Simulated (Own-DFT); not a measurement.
GaN (wurtzite, atoms displaced) (calculated)

All values are calculated (Own-DFT development build). A calculation, not a measurement: plane-wave PBE density functional theory by an unreviewed code, no spin, of a simulated periodic cell, stress positive in tension, free energy of the whole cell less one offset for each atom, forces on such cells passed a denser k mesh, this cell's mesh not checked; offsets are fitted by least squares, one for each functional and potential file, so energies compare only between cells with the same atoms and settings and are not formation energies; the far tail of each file's local potential was reset to the Coulomb form; each entry is a single point on an unrelaxed cell, so the pressure reflects the starting lattice, mostly measured values (interpolated for alloys), from which strain is counted, and rises with the displacements; printed positions are rounded, which can move forces by about a meV/angstrom; the program, named Own-DFT, is a retired in-house code; no spin-orbit coupling.

Common to all runs: functional PBE; potential files PseudoDojo norm-conserving, scalar-relativistic, standard set with the stringent files for Ga; wave cutoff 96 hartree; occupations Gaussian; smearing width 0.01 eV; k mesh 3 x 4 x 3 centred on Gamma.

(1) GaN (wurtzite, atoms displaced)

```
CELL_PARAMETERS angstrom
12.75600 0.00000 0.00000
-4.78350 8.28530 0.00000
0.00000 0.00000 10.37000
ATOMIC_POSITIONS crystal
Ga 0.08317 0.22232 0.00547
Ga 0.16661 0.10812 0.25040
N 0.08431 0.22431 0.18784
N 0.16868 0.11123 0.44069
Ga 0.08360 0.22054 0.49975
Ga 0.16623 0.11245 0.74745
N 0.08146 0.22371 0.68689
N 0.16638 0.10680 0.93679
Ga 0.08106 0.55252 0.00066
Ga 0.16572 0.44067 0.24774
N 0.08616 0.55677 0.18703
N 0.16255 0.44290 0.43793
Ga 0.08707 0.55687 0.49975
Ga 0.16720 0.44690 0.74801
N 0.08038 0.55448 0.68763
N 0.16911 0.44568 0.93675
Ga 0.08426 0.88983 0.00068
Ga 0.16337 0.77623 0.24908
N 0.08207 0.88789 0.18967
N 0.16527 0.77613 0.43870
Ga 0.08471 0.88956 0.50032
Ga 0.16936 0.77732 0.75184
N 0.08616 0.89176 0.69184
N 0.16518 0.77695 0.93663
Ga 0.33216 0.22140 0.99726
Ga 0.41602 0.10931 0.25254
N 0.32882 0.21877 0.18941
N 0.42093 0.11598 0.43616
Ga 0.33288 0.21910 0.50057
Ga 0.41915 0.10978 0.74877
N 0.33251 0.22133 0.68901
N 0.41446 0.11333 0.93753
Ga 0.33250 0.55655 0.99820
Ga 0.41516 0.44504 0.24884
N 0.33100 0.55401 0.18818
N 0.41516 0.44435 0.43937
Ga 0.33440 0.55568 0.50238
Ga 0.41599 0.44165 0.74952
N 0.33465 0.55786 0.68991
N 0.41787 0.44423 0.93814
Ga 0.33353 0.89022 0.99807
Ga 0.41663 0.77520 0.24990
N 0.33447 0.88907 0.18733
N 0.41266 0.77455 0.43866
Ga 0.33033 0.88713 0.50439
Ga 0.41534 0.77827 0.75114
N 0.33167 0.88685 0.68872
N 0.41492 0.77821 0.93867
Ga 0.58466 0.22633 0.99897
Ga 0.66503 0.10467 0.25130
N 0.58324 0.22527 0.19054
N 0.66979 0.11073 0.43844
Ga 0.58588 0.22190 0.50001
Ga 0.66677 0.11110 0.74981
N 0.58535 0.22412 0.68851
N 0.66471 0.10855 0.94046
Ga 0.58325 0.55506 0.99904
Ga 0.66846 0.44671 0.25007
N 0.58518 0.55528 0.19072
N 0.66542 0.44397 0.44047
Ga 0.58354 0.55720 0.50001
Ga 0.66791 0.44445 0.74915
N 0.58465 0.55425 0.69090
N 0.66797 0.44501 0.93711
Ga 0.58348 0.88580 0.99793
Ga 0.66773 0.78013 0.25242
N 0.58201 0.88589 0.18944
N 0.66739 0.77899 0.43986
Ga 0.58431 0.88769 0.50139
Ga 0.66311 0.77231 0.74968
N 0.58453 0.89370 0.68597
N 0.66444 0.77675 0.93610
Ga 0.83458 0.22466 0.99797
Ga 0.91518 0.11263 0.25104
N 0.83556 0.22558 0.18958
N 0.91666 0.11275 0.43879
Ga 0.83310 0.21893 0.50013
Ga 0.91857 0.11516 0.74977
N 0.83354 0.22181 0.68610
N 0.91764 0.11205 0.93669
Ga 0.83191 0.54981 0.00199
Ga 0.91684 0.44795 0.24941
N 0.83185 0.55334 0.18682
N 0.91402 0.44212 0.43880
Ga 0.83303 0.55197 0.50240
Ga 0.91948 0.44403 0.75122
N 0.83149 0.55285 0.68501
N 0.91790 0.44316 0.93969
Ga 0.83575 0.89094 0.00231
Ga 0.92071 0.78321 0.25451
N 0.83690 0.88918 0.19061
N 0.91613 0.77927 0.44104
Ga 0.83626 0.89262 0.50133
Ga 0.91548 0.77899 0.75168
N 0.83103 0.89096 0.68908
N 0.91483 0.77578 0.93836
```

* free energy of cell above offsets: -10.424 eV
* pressure: 5.38 GPa
* stress xx: -4.99 GPa
* stress yy: -5.2 GPa
* stress zz: -5.95 GPa
* stress yz: -0.11 GPa
* stress xz: 0.28 GPa
* stress xy: 0.17 GPa

Force:
```tsv
element	x (eV/Å)	y (eV/Å)	z (eV/Å)
Ga	0.356	-0.056	-1.314
Ga	-0.358	0.378	0.197
N	-0.033	-0.842	0.636
N	-0.387	-0.177	-0.425
Ga	-0.211	0.29	-0.109
Ga	-0.103	-0.019	0.429
N	0.607	0.14	0.078
N	-0.625	0.7	0.198
Ga	0.692	0.543	-0.167
Ga	-0.157	0.649	0.591
N	-0.534	-0.25	0.191
N	1.085	-0.113	-0.084
Ga	-1.17	-0.449	-0.059
Ga	-0.011	-0.257	0.193
N	0.805	0.473	0.053
N	-0.573	-0.394	0.106
Ga	-0.281	-0.443	-0.334
Ga	1.002	0.203	0.058
N	0.22	0.121	-0.242
N	0.03	0.317	-0.145
Ga	-0.281	-0.275	0.561
Ga	-1.017	-0.094	-0.175
N	-0.278	-0.571	-0.543
N	0.25	-0.201	0.594
Ga	-0.22	0.123	0.552
Ga	-0.029	0.26	-0.776
N	0.682	0.414	-0.315
N	-0.3	-0.905	0.99
Ga	0.322	0.631	-0.053
Ga	-0.53	0.333	0.188
N	0.353	-0.083	-0.164
N	0.871	-0.224	-0.165
Ga	0.398	-0.133	0.238
Ga	0.36	-0.296	0.151
N	0.321	0.122	-0.277
N	0.225	-0.088	-0.054
Ga	-0.474	-0.255	-0.408
Ga	0.082	0.255	0.085
N	0.012	-0.25	-0.042
N	-0.382	0.071	0.047
Ga	-0.264	0.081	0.427
Ga	-0.571	0.07	0.137
N	-0.339	-0.201	0.119
N	0.408	0.521	0.166
Ga	0.466	0.404	-1.092
Ga	0.608	0.159	-0.162
N	0.305	0.324	0.176
N	0.354	0.079	-0.127
Ga	-0.216	-0.665	0.506
Ga	-0.253	1.054	-0.377
N	0.381	-0.528	-0.328
N	-0.554	-0.364	0.018
Ga	-0.047	0.127	-0.176
Ga	0.245	0.21	0.225
N	-0.129	-0.372	-0.05
N	0.164	0.368	-0.3
Ga	0.149	0.089	0.376
Ga	-0.131	-0.382	0.487
N	-0.583	0.289	-0.401
N	0.223	0.192	-0.219
Ga	0.063	-0.346	0.061
Ga	0.059	0.042	0.065
N	-0.521	-0.197	-0.494
N	-0.116	0.051	0.016
Ga	-0.439	0.246	0.382
Ga	0.313	-0.421	-0.233
N	0.223	-0.01	-0.372
N	0.194	0.001	-0.009
Ga	-0.6	0.066	-0.416
Ga	0.053	0.889	-0.149
N	-0.147	-0.866	0.652
N	0.643	0.044	0.471
Ga	-0.097	-0.779	0.53
Ga	0.349	0.058	-0.09
N	-0.368	-0.41	-0.393
N	0.479	-0.242	-0.172
Ga	-0.059	0.69	-0.081
Ga	-0.288	-0.572	-0.006
N	-0.128	0.187	0.602
N	-0.006	0.068	0.458
Ga	-0.115	0.801	-0.381
Ga	0.307	-0.287	0.379
N	0.263	0.837	0.46
N	0.635	0.302	-0.139
Ga	-0.274	0.321	-0.644
Ga	-0.958	-0.121	-0.354
N	0.528	0.425	1.146
N	-0.352	0.12	-0.393
Ga	-0.344	-0.324	-0.377
Ga	-0.446	-1.029	-0.258
N	-0.68	0.228	-0.115
N	0.433	-0.213	-0.005
Ga	-0.375	-0.306	0.139
Ga	0.191	-0.127	-0.43
N	0.387	-0.122	0.099
N	0.252	-0.103	0.364
```

(2) GaN (wurtzite, atoms displaced)

```
CELL_PARAMETERS angstrom
12.75600 0.00000 0.00000
-4.78350 8.28530 0.00000
0.00000 0.00000 10.37000
ATOMIC_POSITIONS crystal
Ga 0.08207 0.21893 0.00104
Ga 0.16594 0.11178 0.25113
N 0.08367 0.22295 0.18920
N 0.16984 0.10978 0.43985
Ga 0.08132 0.22264 0.50188
Ga 0.16710 0.10822 0.75004
N 0.08341 0.22480 0.68745
N 0.17013 0.11048 0.93519
Ga 0.08461 0.55387 0.99704
Ga 0.16678 0.44385 0.24968
N 0.08472 0.55478 0.18792
N 0.16713 0.44511 0.43691
Ga 0.08626 0.55737 0.50007
Ga 0.16480 0.44353 0.74845
N 0.08268 0.55506 0.68895
N 0.16674 0.44697 0.93507
Ga 0.08346 0.88867 0.99963
Ga 0.16725 0.77885 0.24808
N 0.08234 0.88917 0.18812
N 0.16622 0.77823 0.44116
Ga 0.08519 0.88742 0.49628
Ga 0.17134 0.78065 0.74983
N 0.08451 0.89147 0.68814
N 0.16341 0.77598 0.94067
Ga 0.32960 0.21904 0.00084
Ga 0.41701 0.11315 0.25096
N 0.33497 0.22426 0.18630
N 0.41790 0.10947 0.43960
Ga 0.33649 0.22577 0.50149
Ga 0.41516 0.10912 0.74969
N 0.33224 0.21875 0.68717
N 0.41738 0.11048 0.93993
Ga 0.33361 0.55455 0.99996
Ga 0.41502 0.44462 0.24383
N 0.33613 0.55650 0.19048
N 0.41856 0.44639 0.43969
Ga 0.33720 0.55731 0.50178
Ga 0.41665 0.44634 0.75226
N 0.33342 0.55527 0.69085
N 0.41455 0.44606 0.94028
Ga 0.33292 0.88605 0.99982
Ga 0.41186 0.77448 0.25146
N 0.33229 0.89008 0.18793
N 0.41437 0.77745 0.43783
Ga 0.33314 0.88715 0.49960
Ga 0.41604 0.77767 0.75106
N 0.33245 0.89137 0.68802
N 0.41709 0.77689 0.93683
Ga 0.58385 0.21924 0.99693
Ga 0.66561 0.11061 0.25322
N 0.58326 0.22404 0.18628
N 0.66619 0.10981 0.43772
Ga 0.58374 0.22267 0.49966
Ga 0.67201 0.11606 0.75136
N 0.58134 0.22054 0.68578
N 0.66569 0.10772 0.93806
Ga 0.58470 0.55666 0.99945
Ga 0.66615 0.44609 0.25247
N 0.58180 0.55394 0.18721
N 0.66623 0.44569 0.43733
Ga 0.58618 0.55834 0.50330
Ga 0.66702 0.44356 0.75249
N 0.58628 0.55742 0.68971
N 0.66752 0.44639 0.93927
Ga 0.58159 0.89049 0.99786
Ga 0.66669 0.77850 0.25162
N 0.58666 0.89106 0.18877
N 0.66652 0.77827 0.44103
Ga 0.58435 0.88546 0.49826
Ga 0.66595 0.77518 0.75015
N 0.58438 0.89212 0.69124
N 0.66571 0.77701 0.93817
Ga 0.83101 0.21623 0.99726
Ga 0.91663 0.10843 0.25036
N 0.83473 0.22249 0.18812
N 0.91952 0.11540 0.43783
Ga 0.83579 0.22522 0.50093
Ga 0.91369 0.10913 0.74893
N 0.83084 0.22229 0.68798
N 0.91685 0.10970 0.94272
Ga 0.83328 0.55493 0.99705
Ga 0.91665 0.44393 0.25081
N 0.83524 0.55541 0.18842
N 0.91822 0.44618 0.43858
Ga 0.83238 0.55322 0.49687
Ga 0.91572 0.43794 0.74928
N 0.83536 0.55489 0.69020
N 0.91767 0.44551 0.93920
Ga 0.83392 0.88902 0.99945
Ga 0.91565 0.77988 0.24900
N 0.83472 0.89128 0.18813
N 0.91609 0.77897 0.43602
Ga 0.83030 0.88336 0.50083
Ga 0.91726 0.78004 0.74973
N 0.83246 0.88805 0.68709
N 0.91698 0.77861 0.94140
```

- free energy of cell above offsets: -10.371 eV
- pressure: 5.41 GPa
- stress xx: -5.38 GPa
- stress yy: -5.27 GPa
- stress zz: -5.58 GPa
- stress yz: -0.3 GPa
- stress xz: 0.05 GPa
- stress xy: 0.29 GPa

Force:
```tsv
element	x (eV/Å)	y (eV/Å)	z (eV/Å)
Ga	0.41	0.586	-0.25
Ga	0.396	-0.021	0.114
N	0.154	-0.144	-0.23
N	-0.626	0.437	-0.164
Ga	0.944	0.029	-0.438
Ga	-0.373	0.527	-0.504
N	-0.065	-0.672	0.485
N	-1.087	-0.148	0.482
Ga	-0.519	0.069	0.57
Ga	-0.013	0.152	0.071
N	-0.134	0.182	-0.066
N	0.39	0.03	0.391
Ga	-0.242	-0.211	0.046
Ga	0.243	0.184	0.032
N	0.096	0.211	-0.115
N	0.526	-0.716	0.51
Ga	-0.103	0.016	0.167
Ga	-0.313	-0.312	0.256
N	0.176	0.188	0.071
N	0.527	-0.222	-0.768
Ga	-0.747	0.326	0.658
Ga	-1.166	-0.521	0.228
N	0.048	-0.629	-0.169
N	0.737	0.232	-0.475
Ga	0.955	0.514	-0.227
Ga	0.204	-0.019	-0.142
N	-0.439	-0.421	0.392
N	-0.29	0.198	-0.216
Ga	-0.04	-0.338	-0.327
Ga	0.198	0.455	0.234
N	0.031	0.785	0.497
N	-0.251	-0.112	-0.335
Ga	-0.511	0.225	0.103
Ga	0.714	-0.103	1.103
N	-0.911	-0.048	-0.641
N	0.236	0.077	-0.437
Ga	-0.565	-0.397	-0.147
Ga	0.282	-0.512	-0.19
N	-0.097	0.169	-0.329
N	0.79	-0.463	-0.161
Ga	-0.302	0.214	-0.02
Ga	0.711	0.752	-0.341
N	0.317	-0.021	0.084
N	0.625	-0.027	0.263
Ga	-0.218	0.383	0.103
Ga	0.12	0.279	-0.403
N	0.767	-0.453	-0.068
N	-0.353	-0.05	0.398
Ga	-0.368	0.53	0.575
Ga	0.183	0.381	-0.766
N	0.207	-0.167	0.27
N	0.279	0.165	0.581
Ga	0.09	-0.149	-0.079
Ga	-1.419	-0.811	-0.355
N	0.395	0.26	0.684
N	0.073	0.502	-0.251
Ga	-0.336	-0.159	0.139
Ga	0.305	-0.13	-0.862
N	0.227	0.504	0.224
N	0.084	-0.114	0.406
Ga	-0.344	-0.55	-0.329
Ga	0.202	-0.052	-0.456
N	-0.39	-0.484	0.097
N	-0.024	-0.519	-0.132
Ga	0.573	-0.615	0.586
Ga	0.073	-0.21	-0.43
N	-0.86	-0.415	-0.054
N	0.237	-0.289	-0.504
Ga	-0.936	0.698	0.65
Ga	-0.266	0.544	0.193
N	0.11	-0.327	-0.482
N	0.098	0.3	0.052
Ga	-0.002	0.975	0.93
Ga	-0.346	0.652	-0.007
N	-0.231	-0.247	-0.022
N	-0.447	-0.904	0.289
Ga	-0.28	-0.335	-0.616
Ga	0.592	0.181	0.236
N	0.945	-0.187	-0.112
N	-0.011	-0.008	-1.097
Ga	0.245	0.056	0.637
Ga	0.244	-0.03	-0.403
N	-0.532	0.128	-0.052
N	0.05	-0.08	0.128
Ga	0.16	0.443	0.578
Ga	-0.139	1.293	0.381
N	-0.344	-0.001	-0.379
N	-0.041	-0.745	-0.335
Ga	-0.307	-0.395	0.223
Ga	0.362	-0.45	-0.164
N	-0.333	-0.469	0.02
N	0.166	-0.233	0.367
Ga	0.497	1.043	-0.265
Ga	0.435	-0.357	0.119
N	-0.043	0.077	0.299
N	-0.06	0.041	-0.605
```

(3) GaN (wurtzite, atoms displaced)

```
CELL_PARAMETERS angstrom
12.75600 0.00000 0.00000
-4.78350 8.28530 0.00000
0.00000 0.00000 10.37000
ATOMIC_POSITIONS crystal
Ga 0.08141 0.22113 0.99961
Ga 0.16725 0.11126 0.24930
N 0.08420 0.22126 0.18882
N 0.16778 0.11234 0.43951
Ga 0.08401 0.22171 0.49802
Ga 0.16607 0.10783 0.75092
N 0.08472 0.21850 0.68848
N 0.16924 0.11132 0.93878
Ga 0.07874 0.55519 0.99926
Ga 0.16831 0.45069 0.24858
N 0.08357 0.55533 0.18786
N 0.16522 0.44202 0.43961
Ga 0.08419 0.55666 0.49944
Ga 0.16584 0.44385 0.74995
N 0.08496 0.55620 0.68608
N 0.16651 0.44392 0.93888
Ga 0.08060 0.88763 0.00013
Ga 0.16483 0.77551 0.24836
N 0.08276 0.89222 0.18861
N 0.16643 0.77910 0.43719
Ga 0.08327 0.88663 0.50203
Ga 0.16575 0.77705 0.75022
N 0.08046 0.88691 0.68836
N 0.16565 0.77778 0.93669
Ga 0.33225 0.22078 0.00027
Ga 0.41549 0.11327 0.25035
N 0.33093 0.22092 0.19072
N 0.41875 0.11274 0.43713
Ga 0.33161 0.22318 0.49998
Ga 0.41488 0.11044 0.75180
N 0.33252 0.22146 0.68806
N 0.41704 0.11103 0.93799
Ga 0.33173 0.55328 0.99826
Ga 0.41752 0.44334 0.24871
N 0.33189 0.55591 0.18740
N 0.41459 0.44879 0.43717
Ga 0.33473 0.55361 0.50109
Ga 0.41804 0.44546 0.74852
N 0.33375 0.55763 0.68944
N 0.41874 0.44914 0.93854
Ga 0.33394 0.89037 0.00009
Ga 0.41220 0.77236 0.25149
N 0.33486 0.89267 0.19039
N 0.41783 0.77552 0.44086
Ga 0.33132 0.88713 0.49633
Ga 0.41434 0.77679 0.75025
N 0.32820 0.88924 0.68860
N 0.41665 0.78158 0.93785
Ga 0.57875 0.22101 0.00104
Ga 0.66627 0.10829 0.24645
N 0.58445 0.22128 0.18675
N 0.66712 0.11026 0.44015
Ga 0.58051 0.22037 0.50116
Ga 0.66462 0.10845 0.75141
N 0.58232 0.22115 0.68938
N 0.66622 0.10980 0.93460
Ga 0.58345 0.55442 0.00214
Ga 0.66534 0.44533 0.25063
N 0.58298 0.55285 0.18857
N 0.66618 0.44642 0.43777
Ga 0.58270 0.55439 0.49796
Ga 0.66820 0.44927 0.75270
N 0.58206 0.55363 0.69308
N 0.66264 0.44429 0.93795
Ga 0.58456 0.89188 0.99834
Ga 0.66435 0.77216 0.25295
N 0.58187 0.88812 0.18926
N 0.66536 0.77951 0.43962
Ga 0.58264 0.88650 0.49889
Ga 0.66978 0.78266 0.75115
N 0.58142 0.89030 0.68687
N 0.66925 0.77977 0.93967
Ga 0.83344 0.22300 0.99951
Ga 0.91766 0.11179 0.25029
N 0.83629 0.22451 0.18995
N 0.91553 0.11079 0.43543
Ga 0.83142 0.22092 0.49950
Ga 0.91676 0.11138 0.74809
N 0.83462 0.22200 0.68537
N 0.91920 0.11179 0.93524
Ga 0.83100 0.55429 0.99920
Ga 0.91664 0.44336 0.25020
N 0.83610 0.55885 0.19012
N 0.91454 0.43914 0.44132
Ga 0.83227 0.55516 0.49787
Ga 0.91468 0.44078 0.75158
N 0.82953 0.54632 0.68688
N 0.91988 0.44908 0.94247
Ga 0.83259 0.89008 0.00022
Ga 0.91563 0.77701 0.24494
N 0.82924 0.88787 0.18813
N 0.91714 0.77860 0.43391
Ga 0.83040 0.88694 0.49802
Ga 0.91572 0.77751 0.74766
N 0.83414 0.88824 0.68811
N 0.91759 0.77767 0.93706
```

- free energy of cell above offsets: -10.407 eV
- pressure: 5.39 GPa
- stress xx: -5.7 GPa
- stress yy: -4.93 GPa
- stress zz: -5.55 GPa
- stress yz: -0.29 GPa
- stress xz: -0.23 GPa
- stress xy: -0.35 GPa

Force:
```tsv
element	x (eV/Å)	y (eV/Å)	z (eV/Å)
Ga	0.64	0.186	0.129
Ga	-0.444	-0.03	0.456
N	-0.249	0.417	-0.122
N	-0.037	-0.48	-0.279
Ga	-0.374	-0.245	0.287
Ga	0.026	0.231	-0.066
N	-0.447	0.393	-0.136
N	-0.592	-0.177	0.019
Ga	1.565	0.587	0.189
Ga	0.143	-1.12	0.385
N	-0.364	0.146	-0.053
N	0.206	0.565	-0.365
Ga	-0.165	-0.369	-0.03
Ga	0.191	-0.216	-0.095
N	-0.503	-0.245	0.506
N	-0.478	0.041	-0.054
Ga	0.551	0.264	-0.048
Ga	-0.097	0.611	-0.03
N	0.346	-0.514	-0.216
N	0.012	-0.351	-0.174
Ga	-0.464	0.382	-0.472
Ga	-0.292	-0.186	-0.066
N	0.319	-0.078	0.039
N	0.057	0.058	0.532
Ga	0.131	0.507	-0.002
Ga	0.547	-0.102	0.016
N	0.47	0.397	-0.52
N	-0.728	-0.163	0.143
Ga	0.49	0.009	0.005
Ga	0.248	0.081	-0.567
N	-0.005	0.184	0.082
N	-0.503	0.004	0.234
Ga	-0.031	0.602	0.032
Ga	-0.707	0.098	0.073
N	0.537	-0.243	-0.103
N	1.17	-0.756	-0.108
Ga	-1.108	0.348	0.25
Ga	-0.457	-0.206	0.374
N	0.083	-0.433	-0.055
N	0.007	-0.697	0.118
Ga	-0.304	-0.319	0.163
Ga	0.404	0.856	-0.066
N	-0.265	-0.526	-0.214
N	-0.695	0.028	-0.366
Ga	0.422	0.294	0.574
Ga	-0.132	0.457	-0.186
N	0.832	0.048	-0.378
N	0.283	-0.454	0.147
Ga	0.89	0.15	-0.329
Ga	0.097	0.244	0.791
N	-0.387	0.279	0.283
N	-0.524	-0.042	-0.585
Ga	0.713	0.21	0.111
Ga	0.086	0.47	-0.908
N	-0.128	0.271	0.165
N	-0.073	0.687	0.942
Ga	-0.44	0.587	-0.424
Ga	0.841	-0.377	-0.101
N	-0.249	0.133	0.091
N	-0.031	-0.405	0.005
Ga	-0.258	0.161	0.781
Ga	-0.189	-0.992	-0.518
N	0.208	0.792	-0.986
N	0.859	-0.167	0.45
Ga	-0.058	-0.592	0.384
Ga	-0.356	0.762	-0.477
N	0.115	-0.519	-0.19
N	0.36	-0.708	-0.122
Ga	-0.336	0.663	0.289
Ga	-0.581	-0.522	-0.142
N	0.41	-0.448	0.286
N	-0.473	-0.27	-0.114
Ga	0.155	-0.153	0.085
Ga	0.085	-0.187	-0.165
N	-0.413	-0.364	-0.6
N	0.204	-0.152	0.624
Ga	0.288	-0.225	-0.085
Ga	0.294	0.084	-0.193
N	-0.296	-0.289	0.757
N	-0.693	-0.08	0.341
Ga	-0.065	0.192	0.251
Ga	-0.059	0.195	0.451
N	-0.425	-0.816	-0.499
N	0.005	0.924	-0.61
Ga	0.308	0.011	0.032
Ga	0.436	0.305	-0.347
N	0.134	1.134	0.194
N	-1.154	-1.028	-0.839
Ga	0.387	0.036	-0.007
Ga	-0.125	0.621	0.54
N	0.407	0.039	0.006
N	-0.116	-0.141	0.528
Ga	0.645	0.39	0
Ga	0.134	-0.624	0.167
N	-0.269	0.057	-0.326
N	-0.603	-0.181	0.033
```
